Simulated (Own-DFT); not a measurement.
SiGe3 (layered order of Si and Ge on the diamond lattice, atoms displaced), Si2SnGe5 (diamond-structure random alloy, strained, atoms displaced) (calculated)

All values are calculated (Own-DFT development build). A calculation, not a measurement: plane-wave density functional theory by an unreviewed code, no spin, of a simulated periodic cell, stress positive in tension, run twice, with PBE and with PBEsol, both on files made for PBE, so the change isn't that of files made for PBEsol, forces on such cells moved up to 12 meV/angstrom on a denser k mesh; the far tail of each file's local potential was reset to the Coulomb form; each entry is a single point on an unrelaxed cell, so the pressure reflects the starting lattice, mostly measured values (interpolated for alloys), from which strain is counted, and rises with the displacements; printed positions are rounded, which can move forces by about a meV/angstrom; the program, named Own-DFT, is a retired in-house code; no spin-orbit coupling; stress was not checked against mesh or cutoff.

Common to all runs: functional PBE, then PBEsol; potential files PseudoDojo norm-conserving, scalar-relativistic, standard set; occupations Fermi-Dirac; smearing width 0.1 eV; k mesh 3 x 3 x 3 centred on Gamma.

```json
{"entry": 1, "formula": "SiGe3", "kind": "layered order of Si and Ge on the diamond lattice, atoms displaced", "structure": {"cell_angstrom": [[11.2025, 0.0, 0.0], [0.0, 11.2025, 0.0], [0.0, 0.0, 11.2025]], "atoms_fractional": [["Ge", 0.99703, 0.99713, 4e-05], ["Ge", 0.99373, 0.24828, 0.25294], ["Ge", 0.24827, 0.99522, 0.24586], ["Ge", 0.2502, 0.25272, 0.0016], ["Ge", 0.12728, 0.12968, 0.12733], ["Ge", 0.12786, 0.37595, 0.37488], ["Ge", 0.37591, 0.12654, 0.37788], ["Ge", 0.37722, 0.3732, 0.12823], ["Ge", 0.00283, 0.99911, 0.50725], ["Si", 0.00026, 0.24496, 0.74978], ["Si", 0.24946, 0.00046, 0.74532], ["Ge", 0.24846, 0.24871, 0.50488], ["Ge", 0.12206, 0.12447, 0.62725], ["Si", 0.12545, 0.37079, 0.8743], ["Si", 0.37822, 0.12456, 0.87801], ["Ge", 0.3727, 0.37861, 0.62354], ["Ge", 0.00149, 0.49856, 0.00088], ["Ge", 0.0005, 0.75013, 0.24602], ["Ge", 0.25238, 0.50299, 0.25202], ["Ge", 0.25114, 0.75127, 0.99825], ["Ge", 0.12412, 0.62211, 0.12552], ["Ge", 0.12215, 0.87289, 0.37614], ["Ge", 0.3686, 0.62649, 0.37144], ["Ge", 0.37196, 0.87527, 0.12529], ["Ge", 0.99807, 0.49944, 0.49775], ["Si", 0.00495, 0.74963, 0.75012], ["Si", 0.24734, 0.5021, 0.7461], ["Ge", 0.25098, 0.75197, 0.50107], ["Ge", 0.12307, 0.62406, 0.62329], ["Si", 0.12771, 0.87688, 0.87017], ["Si", 0.37574, 0.62187, 0.87793], ["Ge", 0.37473, 0.86905, 0.62806], ["Ge", 0.49617, 0.00543, 0.00125], ["Ge", 0.4967, 0.25034, 0.24492], ["Ge", 0.75447, 0.9981, 0.24933], ["Ge", 0.75295, 0.25064, 0.00154], ["Ge", 0.62528, 0.12209, 0.12274], ["Ge", 0.62387, 0.37502, 0.37899], ["Ge", 0.87843, 0.1232, 0.37592], ["Ge", 0.87729, 0.37973, 0.12399], ["Ge", 0.50015, 0.00299, 0.49781], ["Si", 0.50318, 0.24894, 0.74972], ["Si", 0.75254, 0.99922, 0.75098], ["Ge", 0.75181, 0.25404, 0.49706], ["Ge", 0.62402, 0.12512, 0.6248], ["Si", 0.62408, 0.3747, 0.87835], ["Si", 0.88006, 0.12289, 0.87133], ["Ge", 0.8782, 0.3714, 0.62668], ["Ge", 0.50254, 0.50066, 0.00261], ["Ge", 0.49941, 0.74982, 0.25079], ["Ge", 0.75278, 0.4995, 0.25455], ["Ge", 0.74705, 0.75189, 0.00473], ["Ge", 0.62261, 0.62794, 0.12444], ["Ge", 0.62147, 0.87668, 0.37508], ["Ge", 0.87332, 0.62212, 0.37193], ["Ge", 0.87629, 0.87032, 0.12673], ["Ge", 0.49982, 0.49877, 0.50218], ["Si", 0.50061, 0.75107, 0.74861], ["Si", 0.74835, 0.50065, 0.7535], ["Ge", 0.74541, 0.75092, 0.49764], ["Ge", 0.62579, 0.62607, 0.6257], ["Si", 0.6269, 0.87641, 0.87823], ["Si", 0.87037, 0.62577, 0.87268], ["Ge", 0.87478, 0.87499, 0.62293]]}, "settings": {"wave_cutoff [hartree]": 42.0}, "results": {"PBE_pressure [GPa]": 3.42, "PBE_stress_xx [GPa]": -3.42, "PBE_stress_yy [GPa]": -3.44, "PBE_stress_zz [GPa]": -3.39, "PBE_stress_yz [GPa]": -0.06, "PBE_stress_xz [GPa]": -0.29, "PBE_stress_xy [GPa]": -0.07, "PBEsol_pressure [GPa]": 0.71, "PBEsol_stress_xx [GPa]": -0.71, "PBEsol_stress_yy [GPa]": -0.73, "PBEsol_stress_zz [GPa]": -0.69, "PBEsol_stress_yz [GPa]": -0.05, "PBEsol_stress_xz [GPa]": -0.28, "PBEsol_stress_xy [GPa]": -0.07, "force_element": ["Ge", "Ge", "Ge", "Ge", "Ge", "Ge", "Ge", "Ge", "Ge", "Si", "Si", "Ge", "Ge", "Si", "Si", "Ge", "Ge", "Ge", "Ge", "Ge", "Ge", "Ge", "Ge", "Ge", "Ge", "Si", "Si", "Ge", "Ge", "Si", "Si", "Ge", "Ge", "Ge", "Ge", "Ge", "Ge", "Ge", "Ge", "Ge", "Ge", "Si", "Si", "Ge", "Ge", "Si", "Si", "Ge", "Ge", "Ge", "Ge", "Ge", "Ge", "Ge", "Ge", "Ge", "Ge", "Si", "Si", "Ge", "Ge", "Si", "Si", "Ge"], "PBE_force_x [eV/angstrom]": [0.78, 0.908, -0.088, 0.287, -0.667, -0.359, -0.624, -0.525, -0.323, 0.118, 0.431, 0.025, 0.565, -0.067, -0.691, 0.218, -0.106, 0.075, -0.463, -0.304, 0.446, 0.182, 1.11, 0.64, 0.179, -0.687, 0.154, -0.414, 0.029, -0.197, -0.052, 0.275, 0.366, 0.958, -0.455, 0.062, 0.368, -0.244, -0.426, -0.347, -0.281, -0.536, -0.253, -0.017, 0.646, 0.23, -0.689, -0.333, -0.364, -0.327, -0.97, 0.285, 0.454, 0.334, 0.336, -0.188, -0.258, 0.238, 0.075, 0.539, -0.104, -0.424, 0.594, -0.123], "PBE_force_y [eV/angstrom]": [0.293, 0.651, 0.753, -0.228, -0.528, -0.345, -0.155, 0.892, -0.055, 0.484, 0.04, 0.147, 0.124, 0.442, 0.486, -0.561, 0.279, -0.572, -0.745, -0.3, 0.383, 0.281, 0.163, -0.236, -0.105, 0.061, -0.244, -0.383, 0.167, -0.046, 0.266, 1.028, -1.042, -0.506, 0.055, -0.16, 0.383, -0.034, -0.302, -0.563, -0.503, 0.404, 0.095, -0.781, 0.023, -0.107, 0.051, 0.506, -0.304, 0.188, -0.179, -0.233, -0.498, 0.094, 0.939, 0.512, 0.696, -0.396, -0.396, -0.141, -0.173, 0.234, 0.191, -0.491], "PBE_force_z [eV/angstrom]": [-0.425, -0.411, 0.972, -0.717, -0.201, 0.0, -0.682, -0.592, -0.925, 0.704, 1.02, -0.403, 0.464, -0.669, -1.185, 1.045, -1.286, 0.747, -0.606, -0.515, -0.309, -0.067, 0.921, -0.268, 0.184, 0.365, 1.093, -0.126, 0.276, 0.015, -0.939, -0.024, -0.489, 1.031, 0.181, -0.806, 0.396, -0.824, 0.56, 0.406, 0.692, 0.596, 0.308, 0.456, 0.393, -0.658, 0.085, 0.58, -0.575, -0.104, -0.828, -1.091, 0.659, -0.284, 0.5, -0.363, -0.424, 1.261, 0.052, -0.043, 0.537, -0.67, 0.091, 0.917], "PBEsol_force_x [eV/angstrom]": [0.754, 0.886, -0.084, 0.282, -0.642, -0.354, -0.597, -0.504, -0.318, 0.123, 0.427, 0.028, 0.547, -0.061, -0.678, 0.216, -0.109, 0.068, -0.449, -0.29, 0.429, 0.183, 1.072, 0.612, 0.179, -0.673, 0.147, -0.403, 0.03, -0.193, -0.048, 0.251, 0.369, 0.92, -0.441, 0.06, 0.349, -0.226, -0.412, -0.336, -0.265, -0.523, -0.25, -0.017, 0.624, 0.224, -0.677, -0.329, -0.35, -0.32, -0.929, 0.278, 0.438, 0.325, 0.32, -0.184, -0.249, 0.231, 0.064, 0.519, -0.102, -0.417, 0.587, -0.11], "PBEsol_force_y [eV/angstrom]": [0.277, 0.63, 0.728, -0.226, -0.515, -0.33, -0.153, 0.858, -0.053, 0.48, 0.048, 0.15, 0.112, 0.434, 0.471, -0.549, 0.269, -0.554, -0.717, -0.286, 0.372, 0.271, 0.159, -0.226, -0.102, 0.052, -0.235, -0.375, 0.162, -0.043, 0.261, 0.994, -1.015, -0.486, 0.049, -0.152, 0.373, -0.029, -0.281, -0.551, -0.481, 0.392, 0.092, -0.754, 0.016, -0.105, 0.04, 0.494, -0.29, 0.183, -0.168, -0.231, -0.477, 0.085, 0.899, 0.497, 0.664, -0.39, -0.394, -0.137, -0.165, 0.226, 0.198, -0.469], "PBEsol_force_z [eV/angstrom]": [-0.346, -0.397, 0.937, -0.614, -0.186, 0.006, -0.658, -0.565, -0.901, 0.6, 0.918, -0.4, 0.368, -0.577, -1.081, 0.938, -1.165, 0.724, -0.579, -0.424, -0.29, -0.069, 0.886, -0.251, 0.172, 0.279, 0.991, -0.13, 0.191, 0.097, -0.844, -0.103, -0.394, 1.002, 0.177, -0.713, 0.383, -0.794, 0.534, 0.403, 0.657, 0.503, 0.221, 0.437, 0.306, -0.561, 0.171, 0.481, -0.48, -0.103, -0.795, -0.979, 0.641, -0.273, 0.477, -0.344, -0.414, 1.16, -0.031, -0.046, 0.443, -0.577, 0.168, 0.819], "rms_change_of_force_components_from_PBE_to_PBEsol [eV/angstrom]": 0.041}}
{"entry": 2, "formula": "Si2SnGe5", "kind": "diamond-structure random alloy, strained, atoms displaced", "structure": {"cell_angstrom": [[11.4673, 0.0, 0.0], [0.0, 11.4673, 0.0], [0.0, 0.0, 11.4103]], "atoms_fractional": [["Si", 0.99747, 0.9956, 0.00514], ["Ge", 0.0, 0.25053, 0.24729], ["Ge", 0.24572, 4e-05, 0.25132], ["Ge", 0.24715, 0.25402, 0.99605], ["Ge", 0.12831, 0.11858, 0.12736], ["Si", 0.12334, 0.36922, 0.37825], ["Ge", 0.37165, 0.12025, 0.36601], ["Ge", 0.37771, 0.37478, 0.12566], ["Sn", 0.99765, 0.99398, 0.50484], ["Si", 0.00659, 0.25435, 0.75222], ["Si", 0.24779, 0.99932, 0.75753], ["Sn", 0.25452, 0.24636, 0.50208], ["Si", 0.11848, 0.11896, 0.62019], ["Si", 0.1169, 0.3743, 0.86545], ["Ge", 0.37299, 0.13094, 0.87616], ["Ge", 0.37253, 0.37538, 0.62185], ["Ge", 0.99169, 0.50228, 0.99525], ["Si", 0.99894, 0.75349, 0.25098], ["Ge", 0.24547, 0.50095, 0.24715], ["Sn", 0.24916, 0.74554, 0.99635], ["Ge", 0.12828, 0.62594, 0.12671], ["Ge", 0.12509, 0.87741, 0.37779], ["Si", 0.37667, 0.62102, 0.36887], ["Ge", 0.37845, 0.87809, 0.12927], ["Si", 0.9975, 0.50369, 0.50197], ["Si", 0.99417, 0.74875, 0.74472], ["Sn", 0.24799, 0.49825, 0.74945], ["Ge", 0.25191, 0.75064, 0.49263], ["Ge", 0.12963, 0.62265, 0.63013], ["Si", 0.12855, 0.87377, 0.87517], ["Ge", 0.38064, 0.61475, 0.87], ["Sn", 0.37019, 0.87509, 0.62393], ["Sn", 0.50367, 0.99692, 0.0009], ["Ge", 0.50738, 0.25373, 0.24801], ["Ge", 0.7461, 0.99238, 0.24502], ["Ge", 0.75064, 0.25163, 0.00759], ["Ge", 0.62744, 0.12455, 0.12355], ["Ge", 0.6282, 0.3783, 0.37974], ["Si", 0.87255, 0.1153, 0.37725], ["Ge", 0.88245, 0.36851, 0.11815], ["Ge", 0.49742, 0.0002, 0.50438], ["Ge", 0.50192, 0.25145, 0.75004], ["Ge", 0.75612, 0.99989, 0.75633], ["Si", 0.75366, 0.25257, 0.49705], ["Si", 0.6267, 0.12356, 0.62298], ["Ge", 0.62585, 0.36745, 0.87158], ["Ge", 0.87125, 0.12426, 0.88314], ["Sn", 0.8685, 0.37711, 0.62647], ["Ge", 0.49217, 0.50052, 0.99318], ["Ge", 0.51059, 0.75135, 0.24731], ["Ge", 0.74773, 0.5002, 0.24826], ["Ge", 0.75213, 0.74185, 0.99659], ["Si", 0.62668, 0.62486, 0.12613], ["Ge", 0.63002, 0.87752, 0.37308], ["Ge", 0.87286, 0.62678, 0.37242], ["Si", 0.87477, 0.87458, 0.1227], ["Ge", 0.5045, 0.50073, 0.4977], ["Ge", 0.49571, 0.75396, 0.75153], ["Ge", 0.75409, 0.50795, 0.73699], ["Ge", 0.74009, 0.74955, 0.4966], ["Sn", 0.62291, 0.62419, 0.61928], ["Ge", 0.63045, 0.88022, 0.87106], ["Ge", 0.87319, 0.62504, 0.87443], ["Ge", 0.86589, 0.8774, 0.62764]]}, "settings": {"wave_cutoff [hartree]": 49.0}, "results": {"PBE_pressure [GPa]": 3.91, "PBE_stress_xx [GPa]": -3.79, "PBE_stress_yy [GPa]": -3.84, "PBE_stress_zz [GPa]": -4.12, "PBE_stress_yz [GPa]": 0.03, "PBE_stress_xz [GPa]": -0.39, "PBE_stress_xy [GPa]": -0.15, "PBEsol_pressure [GPa]": 1.34, "PBEsol_stress_xx [GPa]": -1.22, "PBEsol_stress_yy [GPa]": -1.26, "PBEsol_stress_zz [GPa]": -1.54, "PBEsol_stress_yz [GPa]": 0.03, "PBEsol_stress_xz [GPa]": -0.38, "PBEsol_stress_xy [GPa]": -0.15, "force_element": ["Si", "Ge", "Ge", "Ge", "Ge", "Si", "Ge", "Ge", "Sn", "Si", "Si", "Sn", "Si", "Si", "Ge", "Ge", "Ge", "Si", "Ge", "Sn", "Ge", "Ge", "Si", "Ge", "Si", "Si", "Sn", "Ge", "Ge", "Si", "Ge", "Sn", "Sn", "Ge", "Ge", "Ge", "Ge", "Ge", "Si", "Ge", "Ge", "Ge", "Ge", "Si", "Si", "Ge", "Ge", "Sn", "Ge", "Ge", "Ge", "Ge", "Si", "Ge", "Ge", "Si", "Ge", "Ge", "Ge", "Ge", "Sn", "Ge", "Ge", "Ge"], "PBE_force_x [eV/angstrom]": [0.449, 0.187, 0.463, -0.465, -0.795, -0.991, 1.592, -0.51, -0.577, -0.475, -1.152, -1.049, 1.179, -0.266, -0.481, 2.469, 1.341, -0.076, 0.367, 1.171, -2.124, 0.444, 0.223, -0.758, 1.181, 0.706, 0.296, -0.628, -2.18, -2.012, 0.592, -0.619, -0.593, -0.338, 1.103, -0.285, 0.657, 0.207, -0.971, -0.62, 1.416, -0.222, -0.721, -1.134, 0.354, 0.476, 1.369, 2.13, 1.908, -0.851, 0.476, -0.474, -0.304, -1.045, 0.56, 0.324, -2.332, 0.883, -0.887, 2.076, -0.949, 0.416, 0.324, -0.451], "PBE_force_y [eV/angstrom]": [-0.153, -0.86, -0.701, 0.148, 0.662, 1.646, -0.011, 0.149, 0.313, -1.882, 1.126, -0.763, 1.049, -0.362, -0.116, 0.315, -0.414, 0.022, -0.826, 0.44, -0.587, -1.468, 0.377, -0.936, 0.233, 0.444, -0.96, -1.661, 1.888, 0.984, 1.689, 0.367, 0.767, -0.423, 0.865, -0.266, 0.85, -0.621, 1.644, 0.968, 1.162, -0.683, 0.944, -2.05, 0.475, 1.352, 0.435, -1.32, -0.71, -0.459, -0.211, 1.013, -0.38, 0.036, 0.153, -0.644, -1.118, -0.552, -0.038, 1.224, 1.097, -1.868, 0.196, -1.99], "PBE_force_z [eV/angstrom]": [-0.474, 1.01, -0.143, 0.243, -0.904, -0.669, -0.115, -0.217, -0.409, -0.263, -0.016, -0.488, 3.1, 2.01, -0.822, 0.301, 0.117, -0.333, 0.973, -0.037, 0.717, -1.459, -0.018, 1.154, -1.085, 0.611, 0.48, -0.672, -2.171, -1.032, 0.087, 0.676, -0.529, 0.362, 0.059, -0.771, 1.07, -0.395, -1.291, 0.754, -1.464, -0.88, -0.846, -0.769, 0.04, 0.335, -0.114, -0.654, 1.226, 0.377, -0.45, 0.791, -0.8, 0.474, 0.202, 0.056, -1.268, 1.186, 3.606, -0.921, 1.196, -0.292, -1.052, 0.61], "PBEsol_force_x [eV/angstrom]": [0.45, 0.183, 0.454, -0.4, -0.741, -0.942, 1.532, -0.495, -0.565, -0.548, -1.055, -0.944, 1.16, -0.21, -0.437, 2.398, 1.259, -0.041, 0.356, 1.173, -2.014, 0.468, 0.219, -0.726, 1.128, 0.662, 0.34, -0.635, -2.063, -1.948, 0.576, -0.555, -0.569, -0.333, 0.998, -0.272, 0.64, 0.166, -0.923, -0.603, 1.34, -0.241, -0.682, -1.118, 0.312, 0.436, 1.263, 2.03, 1.809, -0.826, 0.479, -0.446, -0.298, -1.008, 0.477, 0.234, -2.222, 0.856, -0.853, 2.003, -0.909, 0.406, 0.28, -0.463], "PBEsol_force_y [eV/angstrom]": [-0.074, -0.837, -0.66, 0.104, 0.665, 1.581, -0.019, 0.149, 0.219, -1.866, 1.123, -0.739, 1.02, -0.292, -0.077, 0.301, -0.381, -0.011, -0.795, 0.377, -0.599, -1.399, 0.371, -0.909, 0.262, 0.402, -0.879, -1.566, 1.821, 0.917, 1.633, 0.314, 0.757, -0.41, 0.838, -0.271, 0.826, -0.558, 1.569, 0.926, 1.089, -0.629, 0.877, -1.935, 0.432, 1.3, 0.419, -1.219, -0.711, -0.376, -0.225, 0.978, -0.367, 0.017, 0.145, -0.636, -1.114, -0.543, -0.039, 1.196, 1.06, -1.809, 0.158, -1.9], "PBEsol_force_z [eV/angstrom]": [-0.469, 0.912, -0.134, 0.265, -0.837, -0.689, -0.102, -0.225, -0.411, -0.286, -0.023, -0.478, 2.978, 2.03, -0.77, 0.299, 0.131, -0.288, 0.878, 0.01, 0.67, -1.384, -0.019, 1.118, -1.03, 0.571, 0.416, -0.614, -2.102, -0.974, 0.095, 0.613, -0.508, 0.339, 0.072, -0.751, 1.036, -0.414, -1.3, 0.72, -1.451, -0.809, -0.79, -0.752, 0.072, 0.325, -0.109, -0.586, 1.157, 0.378, -0.386, 0.701, -0.782, 0.449, 0.202, 0.06, -1.205, 1.141, 3.493, -0.903, 1.151, -0.285, -0.985, 0.573], "rms_change_of_force_components_from_PBE_to_PBEsol [eV/angstrom]": 0.051}}
{"entry": 3, "formula": "Si2SnGe5", "kind": "diamond-structure random alloy, strained, atoms displaced", "structure": {"cell_angstrom": [[11.5529, 0.0, 0.0], [0.0, 11.5529, 0.0], [0.0, 0.0, 11.4103]], "atoms_fractional": [["Sn", 0.00193, 0.00184, 0.00437], ["Sn", 0.99655, 0.24841, 0.25126], ["Ge", 0.25154, 0.0035, 0.25708], ["Sn", 0.25394, 0.25156, 0.01188], ["Ge", 0.12122, 0.12236, 0.12285], ["Si", 0.12948, 0.37163, 0.37683], ["Sn", 0.3785, 0.1196, 0.37176], ["Si", 0.36974, 0.37015, 0.12564], ["Ge", 0.00194, 0.00168, 0.48709], ["Ge", 0.00033, 0.24622, 0.7508], ["Ge", 0.24937, 0.9935, 0.75352], ["Sn", 0.25117, 0.24909, 0.50248], ["Ge", 0.12161, 0.12934, 0.62159], ["Ge", 0.1205, 0.38069, 0.86763], ["Ge", 0.38039, 0.12328, 0.87385], ["Ge", 0.37165, 0.37077, 0.62303], ["Ge", 0.01101, 0.50036, 0.00042], ["Ge", 0.00458, 0.75614, 0.25063], ["Si", 0.25572, 0.50657, 0.24912], ["Ge", 0.24789, 0.74618, 0.00384], ["Ge", 0.12219, 0.6258, 0.12382], ["Ge", 0.12526, 0.87034, 0.37214], ["Si", 0.37259, 0.62886, 0.3695], ["Ge", 0.36841, 0.87256, 0.12327], ["Ge", 0.00245, 0.5, 0.49776], ["Si", 0.9976, 0.74685, 0.75076], ["Ge", 0.24525, 0.49884, 0.74306], ["Ge", 0.25629, 0.74927, 0.50167], ["Ge", 0.1253, 0.62482, 0.63588], ["Si", 0.11972, 0.86699, 0.87497], ["Ge", 0.3812, 0.62817, 0.87333], ["Ge", 0.37118, 0.87866, 0.62359], ["Ge", 0.50617, 2e-05, 0.00156], ["Ge", 0.50524, 0.25366, 0.25089], ["Ge", 0.75275, 0.99695, 0.24947], ["Ge", 0.74505, 0.25377, 0.99682], ["Si", 0.62668, 0.124, 0.12684], ["Ge", 0.61632, 0.37391, 0.37371], ["Ge", 0.88045, 0.12644, 0.38135], ["Ge", 0.88194, 0.37416, 0.12286], ["Ge", 0.49776, 0.00049, 0.50254], ["Si", 0.50123, 0.25047, 0.75635], ["Ge", 0.74432, 0.99471, 0.75271], ["Si", 0.74546, 0.23991, 0.49782], ["Ge", 0.62463, 0.12364, 0.6203], ["Ge", 0.63141, 0.37903, 0.86907], ["Si", 0.87625, 0.12576, 0.88013], ["Si", 0.86934, 0.36896, 0.62666], ["Ge", 0.50567, 0.49713, 0.00241], ["Si", 0.49779, 0.75617, 0.2446], ["Si", 0.75018, 0.49699, 0.257], ["Si", 0.74979, 0.75314, 0.00624], ["Ge", 0.62952, 0.62345, 0.12306], ["Si", 0.62725, 0.87759, 0.38035], ["Sn", 0.87568, 0.62458, 0.36887], ["Sn", 0.87824, 0.88088, 0.1271], ["Ge", 0.49262, 0.49485, 0.50342], ["Ge", 0.50049, 0.75478, 0.74143], ["Ge", 0.741, 0.50052, 0.75247], ["Si", 0.75625, 0.7489, 0.49895], ["Ge", 0.6177, 0.61909, 0.6224], ["Ge", 0.62363, 0.87639, 0.86917], ["Ge", 0.86671, 0.62434, 0.87793], ["Sn", 0.88612, 0.86894, 0.62275]]}, "settings": {"wave_cutoff [hartree]": 49.0}, "results": {"PBE_pressure [GPa]": 2.98, "PBE_stress_xx [GPa]": -2.65, "PBE_stress_yy [GPa]": -2.8, "PBE_stress_zz [GPa]": -3.49, "PBE_stress_yz [GPa]": -0.16, "PBE_stress_xz [GPa]": -0.37, "PBE_stress_xy [GPa]": -1.07, "PBEsol_pressure [GPa]": 0.47, "PBEsol_stress_xx [GPa]": -0.15, "PBEsol_stress_yy [GPa]": -0.29, "PBEsol_stress_zz [GPa]": -0.97, "PBEsol_stress_yz [GPa]": -0.16, "PBEsol_stress_xz [GPa]": -0.38, "PBEsol_stress_xy [GPa]": -1.03, "force_element": ["Sn", "Sn", "Ge", "Sn", "Ge", "Si", "Sn", "Si", "Ge", "Ge", "Ge", "Sn", "Ge", "Ge", "Ge", "Ge", "Ge", "Ge", "Si", "Ge", "Ge", "Ge", "Si", "Ge", "Ge", "Si", "Ge", "Ge", "Ge", "Si", "Ge", "Ge", "Ge", "Ge", "Ge", "Ge", "Si", "Ge", "Ge", "Ge", "Ge", "Si", "Ge", "Si", "Ge", "Ge", "Si", "Si", "Ge", "Si", "Si", "Si", "Ge", "Si", "Sn", "Sn", "Ge", "Ge", "Ge", "Si", "Ge", "Ge", "Ge", "Sn"], "PBE_force_x [eV/angstrom]": [1.16, 1.106, -1.811, -1.291, 1.782, -0.092, 1.399, 2.499, 1.009, -1.114, -0.736, -0.84, -0.634, 0.45, 0.251, 1.476, -1.519, 0.849, -0.568, -0.047, 0.793, 1.012, 0.745, 0.537, 0.555, 1.14, 1.264, -0.766, -0.516, 0.795, -0.443, 0.356, -0.407, -0.225, -1.715, 0.773, 0.189, 1.507, -2.262, -1.872, 1.382, 0.179, 1.049, 0.416, -0.274, -1.533, -1.274, -0.034, -0.742, 0.51, -0.943, -0.772, -0.102, -0.196, 0.106, -1.665, -0.23, -0.196, 1.447, -2.347, 0.781, 0.027, 0.629, -1.004], "PBE_force_y [eV/angstrom]": [0.598, 0.463, -1.903, -0.74, -0.014, 2.249, 0.714, 2.799, -0.002, 0.26, 0.458, 0.361, -1.868, -0.551, -0.335, 0.893, 0.158, -0.906, -0.885, 0.165, -0.069, 0.511, -0.051, 0.642, -1.246, -1.123, 0.025, -0.425, 0.537, -0.539, -0.463, -0.12, -0.089, -0.139, 1.688, -0.703, 0.312, 0.292, -0.702, 1.395, -1.347, 0.105, 1.419, 1.22, 0.289, -1.0, 0.673, 0.133, -0.22, -0.48, -1.057, -0.666, 0.27, -0.683, 0.185, -2.525, 0.674, -0.303, 0.299, -0.051, 0.814, -0.878, 0.351, 1.131], "PBE_force_z [eV/angstrom]": [-3.376, 0.314, -2.226, -2.593, 2.003, -0.74, -0.254, 2.166, 0.768, 0.048, 0.064, -0.331, 1.152, 0.122, -0.156, 2.115, -0.391, -0.374, 0.135, -1.065, 0.865, 0.555, -0.01, 0.324, 1.193, 1.737, 0.931, -0.186, -1.275, -0.531, -0.001, 0.014, 0.157, -1.759, 1.821, 0.396, -0.047, 0.786, 0.141, -0.78, 0.535, -0.933, -0.132, 0.219, 1.02, 0.819, -1.185, -0.452, -0.152, 0.818, -1.776, -1.34, 0.897, -0.322, 0.449, 0.782, -0.919, 0.362, -1.272, -0.06, -0.394, 1.188, 0.268, -0.136], "PBEsol_force_x [eV/angstrom]": [1.137, 1.042, -1.759, -1.314, 1.726, -0.122, 1.351, 2.484, 0.97, -1.016, -0.669, -0.781, -0.611, 0.433, 0.218, 1.404, -1.469, 0.825, -0.604, -0.025, 0.749, 0.971, 0.732, 0.488, 0.536, 1.084, 1.204, -0.767, -0.458, 0.821, -0.43, 0.348, -0.429, -0.219, -1.596, 0.757, 0.187, 1.393, -2.143, -1.788, 1.31, 0.177, 0.977, 0.379, -0.286, -1.448, -1.251, -0.003, -0.679, 0.498, -0.924, -0.758, -0.133, -0.195, 0.196, -1.579, -0.197, -0.196, 1.362, -2.262, 0.726, 0.008, 0.606, -0.984], "PBEsol_force_y [eV/angstrom]": [0.587, 0.404, -1.852, -0.792, -0.007, 2.176, 0.689, 2.708, 0.006, 0.257, 0.464, 0.313, -1.8, -0.522, -0.36, 0.9, 0.148, -0.874, -0.847, 0.142, -0.036, 0.508, -0.033, 0.638, -1.157, -1.142, 0.026, -0.367, 0.475, -0.498, -0.444, -0.118, -0.111, -0.127, 1.634, -0.622, 0.306, 0.263, -0.722, 1.321, -1.274, 0.103, 1.346, 1.155, 0.212, -0.929, 0.667, 0.161, -0.18, -0.457, -1.038, -0.66, 0.228, -0.605, 0.191, -2.413, 0.618, -0.296, 0.303, -0.076, 0.757, -0.812, 0.292, 1.171], "PBEsol_force_z [eV/angstrom]": [-3.191, 0.267, -2.164, -2.564, 1.951, -0.7, -0.235, 2.097, 0.739, 0.04, 0.026, -0.272, 1.11, 0.118, -0.118, 2.014, -0.374, -0.36, 0.096, -0.995, 0.797, 0.528, 0.063, 0.29, 1.157, 1.668, 0.892, -0.144, -1.26, -0.482, 0.0, 0.011, 0.105, -1.638, 1.763, 0.372, -0.046, 0.758, 0.1, -0.775, 0.549, -0.909, -0.139, 0.186, 0.986, 0.824, -1.161, -0.412, -0.179, 0.739, -1.747, -1.314, 0.836, -0.319, 0.445, 0.813, -0.852, 0.357, -1.186, -0.03, -0.344, 1.113, 0.249, -0.152], "rms_change_of_force_components_from_PBE_to_PBEsol [eV/angstrom]": 0.05}}
```
